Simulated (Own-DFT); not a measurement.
SiC (2H silicon carbide, atoms displaced), GaP (zincblende, strained, atoms displaced), GaN (wurtzite, strained, atoms displaced) (calculated)

A calculation, not a measurement: plane-wave PBE density functional theory by an unreviewed code, no spin, of a simulated periodic cell, stress positive in tension, free energy of the whole cell less one offset for each atom, forces on such cells passed a denser k mesh, this cell's mesh not checked; offsets are fitted by least squares, one for each functional and potential file, so energies compare only between cells with the same atoms and settings and are not formation energies; the far tail of each file's local potential was reset to the Coulomb form; each entry is a single point on an unrelaxed cell, so the pressure reflects the starting lattice, mostly measured values (interpolated for alloys), from which strain is counted, and rises with the displacements; printed positions are rounded, which can move forces by about a meV/angstrom; the program, named Own-DFT, is a retired in-house code; no spin-orbit coupling. Program: Own-DFT development build.

Common to all runs: functional PBE.

```json
{"entry": 1, "formula": "SiC", "kind": "2H silicon carbide, atoms displaced", "structure": {"cell_angstrom": [[6.1654, 0.0, 0.0], [-3.0827, 5.3394, 0.0], [0.0, 0.0, 10.0681]], "atoms_fractional": [["Si", 0.98785, 0.01674, 0.99615], ["Si", 0.12158, 0.31324, 0.25468], ["C", 0.96952, 0.01845, 0.19298], ["C", 0.17122, 0.31844, 0.43776], ["Si", 0.9842, 0.9985, 0.48901], ["Si", 0.19725, 0.32976, 0.73107], ["C", 0.03404, 0.00086, 0.68402], ["C", 0.16, 0.32399, 0.93594], ["Si", 0.99823, 0.49521, 0.99485], ["Si", 0.18987, 0.85131, 0.26908], ["C", 0.97072, 0.48412, 0.19987], ["C", 0.16853, 0.81745, 0.4425], ["Si", 0.0331, 0.50811, 0.50021], ["Si", 0.14204, 0.82062, 0.75226], ["C", 0.97347, 0.45451, 0.68992], ["C", 0.20258, 0.87021, 0.94598], ["Si", 0.51084, 0.03547, 0.02222], ["Si", 0.60864, 0.28187, 0.25217], ["C", 0.513, 0.97161, 0.20127], ["C", 0.63342, 0.31552, 0.44545], ["Si", 0.49844, 0.0036, 0.50938], ["Si", 0.68475, 0.32296, 0.74445], ["C", 0.47382, 0.97631, 0.68379], ["C", 0.65543, 0.30487, 0.94303], ["Si", 0.50802, 0.50635, 0.99144], ["Si", 0.68287, 0.85555, 0.26035], ["C", 0.4846, 0.48268, 0.18829], ["C", 0.65069, 0.82631, 0.44292], ["Si", 0.50486, 0.50457, 0.50602], ["Si", 0.67737, 0.8424, 0.7412], ["C", 0.5149, 0.50446, 0.70408], ["C", 0.681, 0.8432, 0.93922]]}, "settings": {"potential_files": "PseudoDojo norm-conserving, scalar-relativistic, standard set", "wave_cutoff [hartree]": 42.0, "occupations": "Fermi-Dirac", "smearing_width [eV]": 0.1, "hardware": "one NVIDIA H100", "k_mesh": "5 x 5 x 3 centred on Gamma"}, "results": {"free_energy_of_cell_above_offsets [eV]": "5.542", "pressure [GPa]": 10.75, "stress_xx [GPa]": -11.28, "stress_yy [GPa]": -13.55, "stress_zz [GPa]": -7.42, "stress_yz [GPa]": 4.55, "stress_xz [GPa]": -0.95, "stress_xy [GPa]": -1.11, "force_element": ["Si", "Si", "C", "C", "Si", "Si", "C", "C", "Si", "Si", "C", "C", "Si", "Si", "C", "C", "Si", "Si", "C", "C", "Si", "Si", "C", "C", "Si", "Si", "C", "C", "Si", "Si", "C", "C"], "force_x [eV/angstrom]": [3.302, 2.865, 5.63, -0.975, 2.59, -3.89, -5.033, 0.701, 0.233, -2.473, -0.72, -1.1, -3.275, 4.622, 5.761, -3.199, 1.626, 1.756, -6.548, 2.485, -0.612, -5.812, 1.587, 0.501, -0.866, 1.305, -1.099, 0.651, 0.231, -0.202, 2.333, -2.374], "force_y [eV/angstrom]": [-1.377, 5.283, -2.222, 1.585, -1.546, -1.14, 0.278, 2.938, 1.453, -3.728, 1.566, 2.406, -3.429, -1.377, 4.913, -3.149, -6.894, 6.127, 1.77, 1.277, -0.684, -3.889, 0.697, 7.095, -0.817, -7.681, 0.286, 0.951, -1.34, 0.628, 1.005, -0.986], "force_z [eV/angstrom]": [1.805, -0.73, -2.085, 0.867, 2.474, 4.35, -2.419, -1.714, 2.001, -3.92, -0.949, 1.152, 0.325, 2.275, -2.365, -0.391, -1.117, 1.536, -2.285, -0.974, -1.168, 3.202, 2.114, -3.31, 1.861, 1.19, 0.002, 0.344, -0.162, 2.494, -3.115, -1.287], "wall_time [s]": 122.0}}
{"entry": 2, "formula": "GaP", "kind": "zincblende, strained, atoms displaced", "structure": {"cell_angstrom": [[10.862, 0.0, 0.0], [0.0, 10.862, 0.0], [0.0, 0.0, 10.9439]], "atoms_fractional": [["Ga", 0.9855, 0.00516, 0.98236], ["Ga", 0.00621, 0.24015, 0.24981], ["Ga", 0.25045, 0.99782, 0.24116], ["Ga", 0.24144, 0.24416, 0.00415], ["P", 0.12057, 0.13592, 0.11765], ["P", 0.132, 0.3789, 0.37752], ["P", 0.3739, 0.13675, 0.3739], ["P", 0.37906, 0.36928, 0.13415], ["Ga", 0.00612, 0.00158, 0.49988], ["Ga", 0.00161, 0.2423, 0.75152], ["Ga", 0.24482, 0.00179, 0.74397], ["Ga", 0.24205, 0.25563, 0.50287], ["P", 0.12698, 0.11832, 0.61919], ["P", 0.12113, 0.375, 0.884], ["P", 0.37136, 0.12723, 0.87492], ["P", 0.35687, 0.37154, 0.62249], ["Ga", 0.9942, 0.49751, 0.00266], ["Ga", 0.00661, 0.74718, 0.25628], ["Ga", 0.24942, 0.50003, 0.26031], ["Ga", 0.24553, 0.7577, 0.99968], ["P", 0.11061, 0.61433, 0.13165], ["P", 0.12333, 0.88084, 0.3673], ["P", 0.36692, 0.6296, 0.36844], ["P", 0.36746, 0.8819, 0.13367], ["Ga", 0.00845, 0.49615, 0.5006], ["Ga", 0.00011, 0.74298, 0.74785], ["Ga", 0.26793, 0.4932, 0.7699], ["Ga", 0.24365, 0.74947, 0.50265], ["P", 0.13273, 0.62084, 0.6381], ["P", 0.13544, 0.87844, 0.8759], ["P", 0.37723, 0.63244, 0.88276], ["P", 0.37655, 0.8802, 0.61631], ["Ga", 0.49853, 0.00165, 0.99416], ["Ga", 0.49528, 0.24192, 0.24163], ["Ga", 0.75342, 0.00484, 0.24709], ["Ga", 0.74928, 0.25229, 0.9958], ["P", 0.61061, 0.12627, 0.11952], ["P", 0.625, 0.38252, 0.38701], ["P", 0.87665, 0.11992, 0.37123], ["P", 0.86994, 0.38315, 0.10597], ["Ga", 0.49062, 0.98575, 0.50005], ["Ga", 0.51038, 0.24816, 0.76347], ["Ga", 0.75455, 0.00854, 0.73401], ["Ga", 0.74604, 0.25237, 0.50892], ["P", 0.62656, 0.12229, 0.62142], ["P", 0.6217, 0.36685, 0.87941], ["P", 0.85575, 0.11108, 0.86929], ["P", 0.87653, 0.3728, 0.6238], ["Ga", 0.49934, 0.4908, 0.01168], ["Ga", 0.50279, 0.7403, 0.25347], ["Ga", 0.7403, 0.49963, 0.24303], ["Ga", 0.74797, 0.75818, 0.98921], ["P", 0.63022, 0.6297, 0.13174], ["P", 0.62162, 0.87459, 0.37074], ["P", 0.87396, 0.60966, 0.37148], ["P", 0.87093, 0.87147, 0.14387], ["Ga", 0.51055, 0.50551, 0.49584], ["Ga", 0.49984, 0.74041, 0.74096], ["Ga", 0.75855, 0.49804, 0.75181], ["Ga", 0.7435, 0.74216, 0.49732], ["P", 0.63269, 0.617, 0.62631], ["P", 0.62912, 0.86943, 0.87324], ["P", 0.88149, 0.62291, 0.87876], ["P", 0.86424, 0.87602, 0.62643]]}, "settings": {"potential_files": "PseudoDojo norm-conserving, scalar-relativistic, standard set", "wave_cutoff [hartree]": 42.0, "occupations": "Fermi-Dirac", "smearing_width [eV]": 0.1, "hardware": "one NVIDIA H100", "k_mesh": "3 x 3 x 3 centred on Gamma"}, "results": {"free_energy_of_cell_above_offsets [eV]": "-29.356", "pressure [GPa]": 4.49, "stress_xx [GPa]": -4.62, "stress_yy [GPa]": -4.66, "stress_zz [GPa]": -4.17, "stress_yz [GPa]": -0.29, "stress_xz [GPa]": 0.32, "stress_xy [GPa]": 0.25, "force_element": ["Ga", "Ga", "Ga", "Ga", "P", "P", "P", "P", "Ga", "Ga", "Ga", "Ga", "P", "P", "P", "P", "Ga", "Ga", "Ga", "Ga", "P", "P", "P", "P", "Ga", "Ga", "Ga", "Ga", "P", "P", "P", "P", "Ga", "Ga", "Ga", "Ga", "P", "P", "P", "P", "Ga", "Ga", "Ga", "Ga", "P", "P", "P", "P", "Ga", "Ga", "Ga", "Ga", "P", "P", "P", "P", "Ga", "Ga", "Ga", "Ga", "P", "P", "P", "P"], "force_x [eV/angstrom]": [1.292, -0.941, -1.098, 1.651, -0.671, -1.407, -0.584, -1.759, -1.308, -0.348, 1.238, 0.238, -0.408, 0.335, -0.188, 2.98, 1.041, -1.144, 0.177, 0.21, 1.789, 0.495, 0.916, 2.06, -0.444, 0.01, -1.241, -0.035, -0.017, -2.061, 0.602, -1.569, -0.549, 0.787, -1.442, -0.246, 2.323, 0.511, -0.233, -0.782, 1.654, -1.716, -1.612, 0.565, -1.566, 0.845, 1.198, 0.717, 0.354, -0.675, 0.992, 1.275, -0.726, 0.337, 0.357, 0.674, -2.476, 0.142, -0.289, 0.755, -0.561, -1.409, -0.786, 1.773], "force_y [eV/angstrom]": [-1.318, 1.759, 2.173, 1.464, -2.787, -1.043, -1.545, 0.776, -0.982, 0.178, -0.18, -1.085, 1.066, -0.264, -0.268, 0.833, 0.654, -0.372, -0.15, -0.926, 0.773, -0.402, -0.042, -1.855, 0.593, 1.09, 0.041, 0.249, -0.374, 0.188, -0.548, -1.98, -1.017, 0.812, 0.118, -0.988, -0.374, -1.836, 1.146, -1.852, 2.476, -0.732, -1.507, -0.163, 0.172, 2.232, 2.544, -0.182, 1.048, 1.259, -0.968, -1.022, 0.016, -0.022, 1.09, -0.186, 0.269, 0.771, -0.43, 0.445, 0.3, 1.456, 0.572, -1.165], "force_z [eV/angstrom]": [2.066, 0.307, 1.305, -0.755, 0.367, -0.416, 0.596, -0.781, -0.351, 0.125, 0.405, -0.652, 0.524, -0.743, -0.287, 1.117, -0.811, 0.207, -1.615, 1.478, -0.531, 1.006, 1.529, -1.787, 0.487, 0.154, -0.537, -0.311, -0.708, -0.765, 0.391, 2.205, -0.028, 1.776, 0.035, 0.479, 0.029, -2.211, 0.972, 2.757, -1.916, -2.118, 0.339, -1.101, -0.094, -0.039, 0.435, 0.501, -0.269, -0.357, 0.713, 1.918, -1.887, 0.328, 0.554, -2.536, 0.785, 0.417, 0.523, -0.587, 0.363, -1.551, -0.33, -1.117], "wall_time [s]": 542.6}}
{"entry": 3, "formula": "GaN", "kind": "wurtzite, strained, atoms displaced", "structure": {"cell_angstrom": [[12.756, 0.0, 0.0], [-4.7835, 8.2853, 0.0], [0.0, 0.0, 10.6811]], "atoms_fractional": [["Ga", 0.08809, 0.22669, 0.00032], ["Ga", 0.16572, 0.10636, 0.24936], ["N", 0.07299, 0.2185, 0.18672], ["N", 0.16424, 0.11528, 0.43743], ["Ga", 0.08362, 0.20995, 0.49142], ["Ga", 0.16692, 0.11104, 0.74802], ["N", 0.08566, 0.21853, 0.68509], ["N", 0.16374, 0.10227, 0.93654], ["Ga", 0.07936, 0.55553, 0.00509], ["Ga", 0.16335, 0.43899, 0.24649], ["N", 0.08329, 0.55257, 0.18724], ["N", 0.17034, 0.44777, 0.43262], ["Ga", 0.07653, 0.55427, 0.50264], ["Ga", 0.17197, 0.44919, 0.74283], ["N", 0.08363, 0.55235, 0.69198], ["N", 0.16339, 0.44058, 0.93636], ["Ga", 0.09006, 0.88521, 0.00036], ["Ga", 0.16887, 0.7833, 0.25394], ["N", 0.07602, 0.87574, 0.19189], ["N", 0.16225, 0.7752, 0.4424], ["Ga", 0.08278, 0.89302, 0.4984], ["Ga", 0.1653, 0.78039, 0.74809], ["N", 0.0818, 0.8899, 0.68564], ["N", 0.16801, 0.78899, 0.93767], ["Ga", 0.32831, 0.20716, 0.99568], ["Ga", 0.41174, 0.10886, 0.24474], ["N", 0.33546, 0.22171, 0.18785], ["N", 0.42034, 0.10922, 0.43105], ["Ga", 0.3306, 0.22103, 0.49801], ["Ga", 0.40748, 0.10536, 0.74655], ["N", 0.32978, 0.22382, 0.68696], ["N", 0.41478, 0.11039, 0.9379], ["Ga", 0.3335, 0.55234, 0.00188], ["Ga", 0.41074, 0.44418, 0.25239], ["N", 0.32962, 0.55489, 0.19244], ["N", 0.40915, 0.43396, 0.43043], ["Ga", 0.32435, 0.54307, 0.49912], ["Ga", 0.42022, 0.44912, 0.75939], ["N", 0.34137, 0.54764, 0.68868], ["N", 0.42433, 0.45006, 0.94192], ["Ga", 0.33231, 0.87967, 0.99654], ["Ga", 0.411, 0.76898, 0.24467], ["N", 0.34207, 0.89012, 0.1873], ["N", 0.41636, 0.77234, 0.4388], ["Ga", 0.33654, 0.89518, 0.49897], ["Ga", 0.41608, 0.77391, 0.75097], ["N", 0.33804, 0.89609, 0.68466], ["N", 0.4217, 0.78802, 0.93657], ["Ga", 0.58467, 0.22369, 0.00544], ["Ga", 0.6681, 0.11145, 0.24747], ["N", 0.5851, 0.22824, 0.18597], ["N", 0.66765, 0.11048, 0.44054], ["Ga", 0.57785, 0.21782, 0.49422], ["Ga", 0.67188, 0.11158, 0.74927], ["N", 0.58523, 0.22839, 0.68464], ["N", 0.6701, 0.10743, 0.93282], ["Ga", 0.57923, 0.5516, 0.00099], ["Ga", 0.66478, 0.44898, 0.25706], ["N", 0.57826, 0.55048, 0.18903], ["N", 0.67192, 0.44912, 0.43234], ["Ga", 0.58321, 0.55329, 0.49769], ["Ga", 0.67165, 0.44078, 0.75078], ["N", 0.58414, 0.54919, 0.69316], ["N", 0.66723, 0.44381, 0.93447], ["Ga", 0.57982, 0.88417, 0.00311], ["Ga", 0.66594, 0.77666, 0.24283], ["N", 0.58013, 0.89257, 0.18483], ["N", 0.66703, 0.77351, 0.43366], ["Ga", 0.58061, 0.87755, 0.5025], ["Ga", 0.66737, 0.78274, 0.75066], ["N", 0.57798, 0.8833, 0.69248], ["N", 0.66575, 0.7754, 0.93793], ["Ga", 0.83349, 0.22482, 0.99974], ["Ga", 0.91688, 0.11989, 0.24419], ["N", 0.83606, 0.21787, 0.18903], ["N", 0.91648, 0.11044, 0.43941], ["Ga", 0.83046, 0.2169, 0.50044], ["Ga", 0.91537, 0.11209, 0.74827], ["N", 0.83364, 0.2183, 0.69477], ["N", 0.91326, 0.10046, 0.94119], ["Ga", 0.8403, 0.55702, 0.00033], ["Ga", 0.91729, 0.44325, 0.25487], ["N", 0.82494, 0.54801, 0.18991], ["N", 0.91924, 0.44638, 0.43878], ["Ga", 0.8295, 0.5499, 0.50503], ["Ga", 0.91882, 0.45204, 0.75586], ["N", 0.83188, 0.55689, 0.68873], ["N", 0.92279, 0.45293, 0.94643], ["Ga", 0.84567, 0.89853, 0.99733], ["Ga", 0.91431, 0.76816, 0.24993], ["N", 0.83198, 0.8848, 0.18973], ["N", 0.91602, 0.78025, 0.43576], ["Ga", 0.83064, 0.88033, 0.49911], ["Ga", 0.91245, 0.78058, 0.74622], ["N", 0.83713, 0.89118, 0.69079], ["N", 0.91718, 0.78423, 0.93915]]}, "settings": {"potential_files": "PseudoDojo norm-conserving, scalar-relativistic, standard set with the stringent files for Ga", "wave_cutoff [hartree]": 96.0, "occupations": "Gaussian", "smearing_width [eV]": 0.01, "k_mesh": "3 x 4 x 3 centred on Gamma"}, "results": {"free_energy_of_cell_above_offsets [eV]": "-6.146", "pressure [GPa]": 1.44, "stress_xx [GPa]": -6.14, "stress_yy [GPa]": -3.46, "stress_zz [GPa]": 5.27, "stress_yz [GPa]": -0.15, "stress_xz [GPa]": -0.28, "stress_xy [GPa]": 0.47, "force_element": ["Ga", "Ga", "N", "N", "Ga", "Ga", "N", "N", "Ga", "Ga", "N", "N", "Ga", "Ga", "N", "N", "Ga", "Ga", "N", "N", "Ga", "Ga", "N", "N", "Ga", "Ga", "N", "N", "Ga", "Ga", "N", "N", "Ga", "Ga", "N", "N", "Ga", "Ga", "N", "N", "Ga", "Ga", "N", "N", "Ga", "Ga", "N", "N", "Ga", "Ga", "N", "N", "Ga", "Ga", "N", "N", "Ga", "Ga", "N", "N", "Ga", "Ga", "N", "N", "Ga", "Ga", "N", "N", "Ga", "Ga", "N", "N", "Ga", "Ga", "N", "N", "Ga", "Ga", "N", "N", "Ga", "Ga", "N", "N", "Ga", "Ga", "N", "N", "Ga", "Ga", "N", "N", "Ga", "Ga", "N", "N"], "force_x [eV/angstrom]": [-0.605, -0.621, 2.838, 2.622, -2.948, -0.368, -0.834, -0.236, 1.871, -0.208, -0.381, -1.778, 1.708, 0.29, -0.347, 0.363, -3.076, 0.747, 0.918, 0.59, -0.154, 0.325, 0.081, 2.078, -0.249, 1.67, -1.526, -1.777, 0.657, 1.321, 0.637, 0.959, -0.235, 0.978, 0.179, 0.61, 1.452, 1.382, -2.285, -2.271, -0.505, 0.98, -2.127, -0.517, 0.284, -0.329, -0.396, -0.318, 0.176, -0.562, -0.009, -0.346, 1.405, -1.808, 0.049, -0.774, 2.221, -0.071, -0.375, -0.787, -0.447, -1.533, -0.112, 0.594, 1.448, -0.178, 0.498, -0.441, -0.228, 0.403, 0.791, 0.191, 0.44, 0.528, -2.169, -0.138, 0.508, 1.416, -0.151, 0.034, -2.513, -0.551, 1.469, -1.011, 0.556, 0.152, 1.151, -0.456, -1.994, -1.314, 0.397, 0.693, -0.336, 1.299, -1.503, 1.936], "force_y [eV/angstrom]": [-1.304, 0.102, 0.53, -1.653, 2.308, -0.192, 0.633, 0.994, 0.792, 0.276, 0.723, -1.173, 0.036, -1.288, 0.737, 1.187, 0.711, -0.962, 1.473, 0.773, -0.636, 0.108, -0.315, -2.406, 1.582, 0.321, -0.239, 0.072, -0.167, 1.877, 0.089, -0.684, 0.28, -0.204, -0.92, 0.891, 1.366, -1.031, 1.224, -1.767, 1.491, 1.249, -0.363, -0.123, -1.314, 0.134, -1.873, -2.116, -0.034, 0.141, -0.567, -0.558, 0.87, -0.365, -1.483, 0.499, 1.118, -0.593, 0.343, -0.852, -0.362, -0.022, 0.877, 0.042, 0.845, 0.124, -0.761, -0.017, 0.694, -1.116, 0.765, 0.304, -0.833, -3.003, 1.463, -0.299, 0.371, 0.0, 1.569, 3.728, 0.608, 0.052, 0.232, -0.796, 0.838, -0.864, 0.186, -1.37, -2.609, 0.291, 0.628, -0.911, 1.075, -0.269, 0.057, -1.264], "force_z [eV/angstrom]": [-0.254, -0.314, -0.494, -1.381, 1.672, 0.382, -0.198, 0.095, -0.102, 0.713, 0.357, 0.283, 0.083, 0.743, -0.527, -0.141, 0.896, 0.049, -0.78, -0.472, 0.318, -0.077, -0.131, -0.925, 0.698, 0.314, -0.633, -0.023, 0.429, 0.738, -0.226, -0.444, -0.18, -0.634, -1.507, 1.136, 0.282, -0.407, -0.555, -0.339, 0.66, 1.699, -0.565, -0.227, -0.115, -0.16, 0.036, -0.352, -1.204, 0.588, 0.734, -0.566, 1.039, 0.104, -0.294, 0.908, 0.43, -1.484, -0.146, 1.377, 0.703, 0.556, -1.062, 0.683, -0.553, 0.296, 0.396, 0.202, -0.144, 0.642, -1.003, 0.221, 0.092, 1.781, -0.827, -0.466, 0.405, 0.721, -1.055, -1.229, 0.593, -0.501, -0.418, 0.141, -0.588, -0.114, -0.161, -1.565, 1.725, 0.291, -0.45, 0.394, 0.029, 1.186, -1.133, -0.695]}}
```
